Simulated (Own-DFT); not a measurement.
## Calculated data, HfO₂ (monoclinic hafnia, atoms displaced)

All values are calculated (Own-DFT development build). A calculation, not a measurement: plane-wave density functional theory by an unreviewed code, no spin, of a simulated periodic cell, stress positive in tension, run twice, with PBE and with PBEsol, both on files made for PBE, so the change isn't that of files made for PBEsol, hafnium file: forces about 75 meV/angstrom off all-electron values; oxygen file: force components 24 meV/angstrom off all-electron in one glass; forces on such cells passed a denser k mesh, this cell's mesh not checked; the far tail of each file's local potential was reset to the Coulomb form; each entry is a single point on an unrelaxed cell, so the pressure reflects the starting lattice, mostly measured values (interpolated for alloys), from which strain is counted, and rises with the displacements; printed positions are rounded, which can move forces by about a meV/angstrom; the program, named Own-DFT, is a retired in-house code; no spin-orbit coupling; stress was not checked against mesh or cutoff.

```yaml
- formula: HfO2
  kind: "monoclinic hafnia, atoms displaced"
  structure:
    cell_angstrom: [[10.234, 0.0, 0.0], [0.0, 10.35, 0.0], [-1.6955, 0.0, 10.4453]]
    atoms_fractional:
      - [Hf, 0.13607, 0.01861, 0.10738]
      - [Hf, 0.36011, 0.26887, 0.1463]
      - [Hf, 0.36169, 0.48085, 0.39522]
      - [Hf, 0.13895, 0.22934, 0.3555]
      - [O, 0.03824, 0.16673, 0.1724]
      - [O, 0.46321, 0.41549, 0.07648]
      - [O, 0.4606, 0.33315, 0.32755]
      - [O, 0.03501, 0.08075, 0.42422]
      - [O, 0.22742, 0.3745, 0.24386]
      - [O, 0.27903, 0.13004, 0.01072]
      - [O, 0.2768, 0.11919, 0.25681]
      - [O, 0.22528, 0.37212, 0.48887]
      - [Hf, 0.13796, 0.02281, 0.60354]
      - [Hf, 0.36322, 0.27326, 0.64616]
      - [Hf, 0.3618, 0.48048, 0.89974]
      - [Hf, 0.13629, 0.23019, 0.85535]
      - [O, 0.03795, 0.16462, 0.67303]
      - [O, 0.46249, 0.41744, 0.57689]
      - [O, 0.46423, 0.33236, 0.82882]
      - [O, 0.03224, 0.08356, 0.91984]
      - [O, 0.22487, 0.37933, 0.74449]
      - [O, 0.27453, 0.12971, 0.50992]
      - [O, 0.27528, 0.12139, 0.75982]
      - [O, 0.22349, 0.37053, 0.99265]
      - [Hf, 0.13801, 0.52029, 0.10362]
      - [Hf, 0.36274, 0.77014, 0.14864]
      - [Hf, 0.36124, 0.98247, 0.39473]
      - [Hf, 0.13711, 0.72985, 0.35599]
      - [O, 0.03814, 0.66441, 0.17411]
      - [O, 0.46256, 0.9195, 0.08077]
      - [O, 0.4622, 0.83622, 0.32807]
      - [O, 0.04007, 0.58417, 0.41914]
      - [O, 0.22343, 0.87817, 0.23332]
      - [O, 0.27584, 0.63192, 0.01185]
      - [O, 0.2773, 0.62076, 0.2591]
      - [O, 0.22673, 0.86911, 0.49171]
      - [Hf, 0.13959, 0.52062, 0.60345]
      - [Hf, 0.36101, 0.76935, 0.64731]
      - [Hf, 0.35847, 0.97478, 0.90025]
      - [Hf, 0.13973, 0.72944, 0.85493]
      - [O, 0.03563, 0.66733, 0.67581]
      - [O, 0.4641, 0.91901, 0.58044]
      - [O, 0.46436, 0.83766, 0.8282]
      - [O, 0.03727, 0.58383, 0.92518]
      - [O, 0.227, 0.8816, 0.74178]
      - [O, 0.27608, 0.63027, 0.51038]
      - [O, 0.27434, 0.61826, 0.75657]
      - [O, 0.22187, 0.87098, 0.99091]
      - [Hf, 0.63856, 0.01929, 0.10308]
      - [Hf, 0.86573, 0.26995, 0.15057]
      - [Hf, 0.86383, 0.47887, 0.39486]
      - [Hf, 0.63908, 0.22644, 0.35527]
      - [O, 0.5361, 0.16667, 0.17406]
      - [O, 0.96267, 0.41447, 0.08076]
      - [O, 0.95995, 0.3341, 0.3289]
      - [O, 0.53601, 0.08365, 0.42114]
      - [O, 0.72146, 0.37542, 0.24024]
      - [O, 0.77642, 0.12913, 0.01214]
      - [O, 0.77292, 0.12144, 0.2632]
      - [O, 0.7232, 0.37005, 0.48774]
      - [Hf, 0.63737, 0.01801, 0.60446]
      - [Hf, 0.86195, 0.2717, 0.64602]
      - [Hf, 0.8656, 0.48003, 0.8963]
      - [Hf, 0.63969, 0.22785, 0.85704]
      - [O, 0.53792, 0.16994, 0.67178]
      - [O, 0.95891, 0.41401, 0.57208]
      - [O, 0.96347, 0.33147, 0.82432]
      - [O, 0.5359, 0.08281, 0.92447]
      - [O, 0.72634, 0.37641, 0.74217]
      - [O, 0.77688, 0.12677, 0.51223]
      - [O, 0.77797, 0.1208, 0.75864]
      - [O, 0.72403, 0.37213, 0.98968]
      - [Hf, 0.63742, 0.51846, 0.10218]
      - [Hf, 0.86384, 0.76992, 0.14406]
      - [Hf, 0.86146, 0.98163, 0.39577]
      - [Hf, 0.63865, 0.73046, 0.35392]
      - [O, 0.53278, 0.66405, 0.17272]
      - [O, 0.9635, 0.91901, 0.07433]
      - [O, 0.96137, 0.83268, 0.32664]
      - [O, 0.53522, 0.58219, 0.42344]
      - [O, 0.72623, 0.8815, 0.24198]
      - [O, 0.77824, 0.62857, 0.00891]
      - [O, 0.77381, 0.62362, 0.25954]
      - [O, 0.72729, 0.87093, 0.4892]
      - [Hf, 0.63813, 0.5212, 0.60221]
      - [Hf, 0.86479, 0.77002, 0.64616]
      - [Hf, 0.86177, 0.97652, 0.89736]
      - [Hf, 0.64473, 0.7291, 0.85185]
      - [O, 0.5334, 0.66843, 0.67251]
      - [O, 0.95909, 0.9158, 0.57218]
      - [O, 0.96187, 0.83253, 0.82234]
      - [O, 0.53674, 0.58485, 0.9216]
      - [O, 0.72424, 0.87579, 0.73932]
      - [O, 0.78026, 0.63005, 0.51145]
      - [O, 0.77503, 0.62107, 0.76171]
      - [O, 0.72055, 0.86974, 0.98901]
  settings:
    functional: "PBE, then PBEsol"
    potential_files: "PseudoDojo norm-conserving, scalar-relativistic, standard set"
    "wave_cutoff [hartree]": 72.0
    occupations: Fermi-Dirac
    "smearing_width [eV]": 0.1
    k_mesh: "2 x 2 x 2 centred on Gamma"
  results:
    "PBE_pressure [GPa]": 3.87
    "PBE_stress_xx [GPa]": -3.68
    "PBE_stress_yy [GPa]": -3.88
    "PBE_stress_zz [GPa]": -4.05
    "PBE_stress_yz [GPa]": 0.04
    "PBE_stress_xz [GPa]": 0.02
    "PBE_stress_xy [GPa]": -0.13
    "PBEsol_pressure [GPa]": -2.58
    "PBEsol_stress_xx [GPa]": 2.79
    "PBEsol_stress_yy [GPa]": 2.53
    "PBEsol_stress_zz [GPa]": 2.43
    "PBEsol_stress_yz [GPa]": 0.05
    "PBEsol_stress_xz [GPa]": 0.37
    "PBEsol_stress_xy [GPa]": -0.12
    force_element: [Hf, Hf, Hf, Hf, O, O, O, O, O, O, O, O, Hf, Hf, Hf, Hf, O, O, O, O, O, O, O, O, Hf, Hf, Hf, Hf, O, O, O, O, O, O, O, O, Hf, Hf, Hf, Hf, O, O, O, O, O, O, O, O, Hf, Hf, Hf, Hf, O, O, O, O, O, O, O, O, Hf, Hf, Hf, Hf, O, O, O, O, O, O, O, O, Hf, Hf, Hf, Hf, O, O, O, O, O, O, O, O, Hf, Hf, Hf, Hf, O, O, O, O, O, O, O, O]
    "PBE_force_x [eV/angstrom]": [0.865, 0.744, 0.222, 0.102, -0.402, 0.262, 0.668, 0.483, -0.901, -0.742, -0.363, -0.573, 0.016, 0.165, 0.605, 0.756, -0.624, 0.53, 0.024, 0.237, -0.266, 0.084, 0.051, -0.272, 0.306, 0.189, 0.323, 0.415, -0.61, 0.073, 0.513, -0.799, -0.445, 0.0, -0.216, -0.25, -0.254, 0.426, 0.777, -0.053, 0.423, -0.054, 0.57, -0.131, -0.7, -0.109, -0.037, -0.221, -0.563, -1.209, -1.043, -0.49, -0.141, 0.753, 1.321, -0.492, 0.248, 0.238, 0.623, -0.154, 0.053, -0.522, -0.891, -0.325, -0.131, 1.412, 0.241, -0.12, -0.127, 0.002, -0.219, 0.165, -0.049, -0.404, -0.456, -0.088, 0.173, -0.224, 0.758, 0.419, -0.194, 0.162, 0.257, -0.821, -0.206, -0.44, -0.085, -1.605, 0.506, 1.167, 0.634, -0.264, -0.094, -0.424, 0.399, 0.44]
    "PBE_force_y [eV/angstrom]": [0.489, -0.036, -0.452, 0.007, 0.244, 0.223, -0.213, 0.702, 0.601, -0.309, 0.019, -0.02, -0.537, -0.663, -0.446, -0.733, 0.549, 0.399, 0.258, -0.116, 0.248, 0.121, -0.017, 0.282, -0.345, 0.2, -0.41, 0.467, 0.433, -0.369, -0.448, -0.719, -0.038, -0.421, -0.069, 0.275, -0.184, 0.804, 1.238, 0.319, -0.696, -0.053, -0.812, -0.063, -0.54, -0.293, 0.343, -0.152, 0.596, -0.2, 0.5, 0.713, -0.071, 0.609, -0.844, -0.5, 0.627, -0.105, 0.031, 0.298, 0.494, -0.892, -0.589, 0.0, -0.145, 0.849, 0.544, -0.062, 0.645, 0.248, -0.437, 0.01, 0.024, -0.04, -0.497, 0.041, 0.136, -0.654, -0.272, 0.48, -0.422, 0.038, -0.313, -0.16, -0.27, 0.412, 0.94, 0.151, -0.449, 0.172, 0.001, -0.146, 0.247, -0.378, -0.43, 0.0]
    "PBE_force_z [eV/angstrom]": [-1.128, 0.079, -0.126, 0.031, 0.411, 0.145, 0.239, -0.584, -0.551, 0.018, 0.697, 0.271, 0.542, 0.741, -0.541, -0.181, -0.159, 0.174, 0.087, 0.418, -0.641, -0.245, 0.189, -0.081, 0.631, -0.342, 0.46, -0.368, -0.287, 0.108, 0.165, 0.497, 1.002, -0.4, 0.223, -0.484, 0.171, 0.162, -0.757, -0.277, -0.481, -0.311, 0.036, -0.176, -0.13, 0.055, 0.54, -0.182, 0.271, -0.817, -0.067, -0.182, -0.206, -0.31, 0.063, 0.277, -0.248, 0.103, -0.321, 0.26, 0.179, -0.186, -0.055, -0.425, -0.122, 0.47, 0.548, -0.153, -0.476, -0.146, 0.558, 0.061, 0.171, 0.614, 0.046, 0.045, 0.18, 0.567, -0.151, -0.11, -0.559, 0.189, -0.056, -0.105, 0.34, -0.664, -0.942, 0.239, -0.18, 0.815, 1.021, 0.059, -0.03, -0.206, -0.27, 0.248]
    "PBEsol_force_x [eV/angstrom]": [0.857, 0.714, 0.214, 0.121, -0.386, 0.249, 0.633, 0.477, -0.813, -0.781, -0.415, -0.496, 0.022, 0.167, 0.593, 0.744, -0.596, 0.507, 0.013, 0.232, -0.193, 0.012, -0.023, -0.2, 0.303, 0.174, 0.321, 0.404, -0.587, 0.063, 0.488, -0.766, -0.37, -0.066, -0.27, -0.179, -0.221, 0.412, 0.756, -0.048, 0.419, -0.052, 0.533, -0.121, -0.615, -0.176, -0.105, -0.146, -0.552, -1.183, -1.024, -0.462, -0.131, 0.727, 1.275, -0.475, 0.309, 0.164, 0.54, -0.084, 0.056, -0.521, -0.885, -0.315, -0.125, 1.358, 0.228, -0.097, -0.053, -0.058, -0.276, 0.217, -0.049, -0.402, -0.458, -0.072, 0.172, -0.223, 0.732, 0.415, -0.125, 0.1, 0.189, -0.735, -0.205, -0.43, -0.076, -1.548, 0.501, 1.117, 0.605, -0.249, -0.033, -0.479, 0.321, 0.498]
    "PBEsol_force_y [eV/angstrom]": [0.513, 0.005, -0.498, -0.033, 0.249, 0.239, -0.215, 0.671, 0.572, -0.304, 0.025, -0.013, -0.462, -0.601, -0.491, -0.763, 0.545, 0.401, 0.238, -0.125, 0.24, 0.111, -0.013, 0.283, -0.282, 0.241, -0.445, 0.396, 0.436, -0.349, -0.447, -0.703, -0.034, -0.419, -0.062, 0.268, -0.125, 0.832, 1.158, 0.266, -0.657, -0.039, -0.8, -0.08, -0.535, -0.293, 0.343, -0.143, 0.633, -0.142, 0.423, 0.647, -0.057, 0.605, -0.83, -0.501, 0.603, -0.111, 0.037, 0.294, 0.528, -0.826, -0.615, -0.041, -0.13, 0.842, 0.511, -0.072, 0.618, 0.234, -0.418, 0.017, 0.062, 0.002, -0.538, -0.004, 0.151, -0.621, -0.282, 0.451, -0.415, 0.034, -0.293, -0.148, -0.217, 0.454, 0.88, 0.106, -0.423, 0.182, -0.019, -0.166, 0.227, -0.372, -0.407, 0.006]
    "PBEsol_force_z [eV/angstrom]": [-1.121, 0.105, -0.098, 0.004, 0.456, 0.086, 0.181, -0.51, -0.53, 0.029, 0.683, 0.261, 0.506, 0.753, -0.502, -0.211, -0.106, 0.117, 0.033, 0.452, -0.623, -0.244, 0.18, -0.079, 0.586, -0.309, 0.471, -0.382, -0.235, 0.046, 0.105, 0.533, 0.963, -0.388, 0.217, -0.472, 0.145, 0.181, -0.721, -0.297, -0.418, -0.352, -0.013, -0.119, -0.119, 0.061, 0.519, -0.181, 0.238, -0.772, -0.032, -0.208, -0.147, -0.351, 0.008, 0.315, -0.24, 0.1, -0.304, 0.253, 0.149, -0.154, -0.026, -0.44, -0.065, 0.403, 0.483, -0.09, -0.464, -0.149, 0.546, 0.056, 0.136, 0.634, 0.079, 0.018, 0.226, 0.501, -0.199, -0.053, -0.541, 0.177, -0.052, -0.107, 0.299, -0.623, -0.895, 0.212, -0.126, 0.745, 0.947, 0.114, -0.023, -0.197, -0.254, 0.236]
    "rms_change_of_force_components_from_PBE_to_PBEsol [eV/angstrom]": 0.038
```
